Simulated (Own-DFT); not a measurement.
AlN (wurtzite, strained, atoms displaced) (calculated)

Computed with Own-DFT development build. A calculation, not a measurement: plane-wave PBE density functional theory by an unreviewed code, no spin, of a simulated periodic cell, stress positive in tension, free energy of the whole cell less one offset for each atom, forces on such cells passed a denser k mesh, this cell's mesh not checked; offsets are fitted by least squares, one for each functional and potential file, so energies compare only between cells with the same atoms and settings and are not formation energies; the far tail of each file's local potential was reset to the Coulomb form; each entry is a single point on an unrelaxed cell, so the pressure reflects the starting lattice, mostly measured values (interpolated for alloys), from which strain is counted, and rises with the displacements; printed positions are rounded, which can move forces by about a meV/angstrom; the program, named Own-DFT, is a retired in-house code; no spin-orbit coupling.

Entry: AlN (wurtzite, strained, atoms displaced)

```
AlN
1.0
     12.2407    -0.0162    -0.1975
     -6.1344    10.5752     0.2565
     -0.1581     0.1458     9.9857
Al N Al N Al N Al N Al N Al N Al N Al N Al N Al N Al N Al N Al N Al N Al N Al N Al N Al N Al N Al N Al N Al N Al N Al N Al N Al N Al N Al N Al N Al N Al N Al N
2 2 2 2 2 2 2 2 2 2 2 2 2 2 2 2 2 2 2 2 2 2 2 2 2 2 2 2 2 2 2 2 2 2 2 2 2 2 2 2 2 2 2 2 2 2 2 2 2 2 2 2 2 2 2 2 2 2 2 2 2 2 2 2
Direct
  0.08253 0.16672 0.00069
  0.16179 0.08388 0.25466
  0.08946 0.17189 0.19157
  0.16404 0.08869 0.44573
  0.08585 0.17143 0.50010
  0.16584 0.08233 0.74918
  0.08069 0.16266 0.69968
  0.16391 0.07930 0.94133
  0.08990 0.42200 0.01095
  0.16637 0.34287 0.25116
  0.08962 0.41880 0.19242
  0.16468 0.33902 0.43871
  0.07443 0.41167 0.50041
  0.16314 0.32916 0.75578
  0.08276 0.42013 0.69185
  0.17135 0.33619 0.95273
  0.08455 0.67178 0.00521
  0.17069 0.58328 0.25027
  0.09990 0.67220 0.19060
  0.17384 0.59631 0.43302
  0.07908 0.66006 0.50305
  0.17399 0.58387 0.74438
  0.08601 0.67402 0.69234
  0.17440 0.59702 0.93562
  0.08269 0.91446 0.00511
  0.17294 0.82854 0.24873
  0.08269 0.91449 0.19325
  0.17430 0.83975 0.44297
  0.07978 0.91958 0.49260
  0.17761 0.84801 0.74716
  0.07752 0.91117 0.69534
  0.16448 0.83186 0.93845
  0.33135 0.16616 0.99317
  0.41447 0.08304 0.25205
  0.33500 0.16395 0.19131
  0.41835 0.08789 0.44473
  0.33729 0.16528 0.49574
  0.40828 0.07797 0.75298
  0.34346 0.16868 0.69306
  0.42699 0.08618 0.94328
  0.32684 0.41182 0.00533
  0.41144 0.31917 0.25331
  0.33655 0.42200 0.19252
  0.41134 0.32761 0.43359
  0.33621 0.41223 0.49830
  0.41712 0.33681 0.75017
  0.32730 0.41663 0.69978
  0.41714 0.34218 0.93924
  0.33823 0.66661 0.99069
  0.42042 0.58249 0.24631
  0.33268 0.66761 0.18906
  0.41059 0.58198 0.44312
  0.32550 0.66768 0.49994
  0.41598 0.58944 0.75059
  0.32830 0.66601 0.69330
  0.41722 0.58034 0.94446
  0.33688 0.92559 0.99682
  0.41216 0.83152 0.24845
  0.33460 0.91719 0.19274
  0.41949 0.83811 0.44129
  0.32980 0.91763 0.49749
  0.41835 0.83159 0.74308
  0.33563 0.92253 0.69020
  0.41875 0.83343 0.92835
  0.58905 0.17117 0.00087
  0.66520 0.08854 0.24863
  0.57272 0.16499 0.19422
  0.66594 0.08291 0.44286
  0.58699 0.16405 0.50186
  0.68015 0.08751 0.74421
  0.58433 0.17243 0.69421
  0.67173 0.08803 0.94183
  0.58480 0.41255 0.00017
  0.66807 0.33748 0.25579
  0.58635 0.41325 0.19677
  0.66463 0.32505 0.42811
  0.58266 0.41995 0.49704
  0.66333 0.32718 0.75723
  0.58519 0.42758 0.68645
  0.66372 0.32817 0.93532
  0.58796 0.66640 0.99221
  0.66994 0.58803 0.24887
  0.57717 0.67213 0.18840
  0.66678 0.58981 0.43956
  0.58195 0.67118 0.49400
  0.67175 0.58695 0.74703
  0.58208 0.66686 0.69602
  0.66821 0.58133 0.95513
  0.58181 0.92301 0.00510
  0.67433 0.83875 0.25033
  0.58670 0.91553 0.19337
  0.67012 0.83560 0.44001
  0.58764 0.91756 0.49098
  0.67371 0.83901 0.75602
  0.57347 0.91037 0.68265
  0.67254 0.83908 0.94159
  0.83290 0.15479 0.99181
  0.91537 0.07425 0.25329
  0.83484 0.16614 0.19589
  0.91613 0.08098 0.44501
  0.84404 0.17518 0.49944
  0.91021 0.07977 0.74637
  0.83947 0.17190 0.69271
  0.91720 0.08359 0.94218
  0.83701 0.42058 0.00339
  0.91245 0.33856 0.25166
  0.82913 0.41938 0.19220
  0.91671 0.32686 0.44815
  0.83050 0.41725 0.50544
  0.90725 0.32508 0.75490
  0.83309 0.41663 0.69321
  0.91719 0.32957 0.94339
  0.82782 0.66968 0.99251
  0.90985 0.58009 0.25266
  0.82825 0.65921 0.19651
  0.91526 0.59082 0.44221
  0.82526 0.65879 0.50009
  0.92015 0.58699 0.74851
  0.83882 0.67032 0.68871
  0.91463 0.58591 0.94558
  0.82707 0.91215 0.00824
  0.92410 0.84587 0.25676
  0.83290 0.91920 0.18228
  0.92563 0.83393 0.44926
  0.82992 0.91628 0.50549
  0.92080 0.83960 0.75272
  0.83218 0.91700 0.69319
  0.91513 0.83035 0.93043
```

* functional: PBE
* potential files: PseudoDojo norm-conserving, scalar-relativistic, standard set
* wave cutoff: 42 hartree
* occupations: Fermi-Dirac
* smearing width: 0.1 eV
* k mesh: 2 x 2 x 2 centred on Gamma
* free energy of cell above offsets: -48.065 eV
* pressure: 14.19 GPa
* stress xx: -18.03 GPa
* stress yy: -17.71 GPa
* stress zz: -6.83 GPa
* stress yz: 3.46 GPa
* stress xz: -4.3 GPa
* stress xy: -1.65 GPa

Force:
```csv
element,x (eV/Å),y (eV/Å),z (eV/Å)
Al,0.565,-0.168,0.459
Al,1.97,-0.004,-0.357
N,-1.639,-0.452,0.047
N,1.15,-0.178,-0.742
Al,-0.51,0.071,0.907
Al,0.961,-0.552,0.228
N,-0.738,0.776,-1.442
N,-0.143,0.776,-0.264
Al,-0.718,0.338,-2.467
Al,3.45,-2.247,0.764
N,-4.099,1.044,0.143
N,0.454,-0.524,0.486
Al,2.644,2.612,1.064
Al,-0.47,0.839,0.378
N,-0.277,-1.563,-0.38
N,-2.637,-1.276,-1.917
Al,0.845,-1.046,-0.991
Al,0.872,0.244,-0.136
N,-3.497,-1.705,-0.294
N,-2.495,-3.241,0.759
Al,0.192,2.426,0.355
Al,-3.791,-0.326,2.059
N,0.836,-0.571,-0.663
N,-0.633,-2.385,0.441
Al,-0.092,-0.603,-0.827
Al,-1.351,1.333,1.514
N,0.394,0.608,0.021
N,-2.813,-1.674,-1.21
Al,3.86,0.518,2.602
Al,-1.042,-3.195,0.736
N,0.873,2.659,-1.751
N,0.232,2.221,0.262
Al,0.93,0.618,0.984
Al,0.255,-1.059,0.874
N,-2.103,-0.974,-1.121
N,0.82,-0.864,-1.087
Al,-1.074,-0.242,1.702
Al,3.492,1.202,0.551
N,-3.378,0.835,-0.817
N,-2.281,0.73,-0.935
Al,2.533,2.034,0.594
Al,-0.151,3.163,-1.443
N,0.269,-2.101,0.188
N,0.696,1.138,1.485
Al,-1.76,0.909,0.932
Al,0.182,0.267,0.284
N,0.769,0.074,-1.796
N,1.007,-1.773,0.191
Al,-0.442,0.695,1.662
Al,-1.937,0.648,1.086
N,0.942,-0.085,-0.706
N,0.71,0.435,-0.332
Al,2.981,0.911,0.558
Al,0.98,-1.542,0.561
N,1.875,1.248,-1.975
N,0.056,0.491,-1.113
Al,0.552,-2.955,0.667
Al,1.681,-0.302,0.605
N,-0.151,0.985,-1.32
N,-0.538,-0.504,-0.42
Al,2.44,0.999,1.049
Al,-1.671,0.425,0.751
N,0.919,-0.814,-0.926
N,-0.236,1.204,1.576
Al,0.331,-1.264,1.098
Al,0.632,-0.774,0.46
N,2.43,1.324,-1.208
N,1.413,1.184,-0.465
Al,-1.115,-0.037,0.797
Al,-4.07,-1.906,0.725
N,0.949,-2.084,-0.96
N,-0.693,-0.635,-1.096
Al,-0.688,-0.085,1.12
Al,0.217,-1.935,-2.151
N,-2.427,1.11,-1.055
N,-0.129,2.073,4.221
Al,0.425,-0.97,-0.174
Al,-0.515,2.077,-1.822
N,0.712,-2.001,-0.018
N,0.383,2.338,1.666
Al,-1.709,0.129,1.407
Al,-1.993,-1.196,-0.233
N,3.234,0.561,-0.366
N,-0.81,-1.032,-0.566
Al,-0.492,-1.25,1.506
Al,-0.316,0.386,0.944
N,0.324,1.09,-0.71
N,-1.207,-0.714,-2.741
Al,0.579,-1.439,-0.685
Al,-1.348,-1.566,0.051
N,-1.488,1.168,-0.152
N,0.136,0.253,-0.845
Al,-1.035,-0.489,1.244
Al,-2.077,-1.416,-0.665
N,3.431,2.236,0.028
N,-1.774,-0.714,-0.178
Al,-0.906,2.924,2.861
Al,-0.53,3.154,0.079
N,-0.187,0.319,-0.553
N,0.168,0.424,-0.391
Al,-1.242,-4.977,0.576
Al,2.098,0.32,1.484
N,0.243,-1.113,-1.687
N,1.179,-1.558,-1.157
Al,-0.019,-1.056,-0.8
Al,2.01,-1.591,-0.154
N,1.057,-0.305,-0.4
N,-2.562,4.18,-2.548
Al,0.079,-0.433,-0.358
Al,1.487,3.488,0.834
N,-0.694,0.039,-0.211
N,-0.168,0.671,0.486
Al,2.853,-0.286,2.143
Al,1.876,1.501,0.054
N,0.161,3.425,-1.435
N,1.07,-2.427,-0.571
Al,0.804,2.418,0.894
Al,0.683,-0.144,1.071
N,-1.331,0.021,0.138
N,0.307,0.176,-0.63
Al,2.308,0.956,-2.99
Al,0.007,-3.156,0.067
N,1.225,-0.547,2.679
N,-4.78,-1.219,-1.945
Al,1.735,-0.424,0.308
Al,-0.232,-1.585,-1.14
N,0.039,0.291,-0.845
N,-0.763,1.547,2.865
```
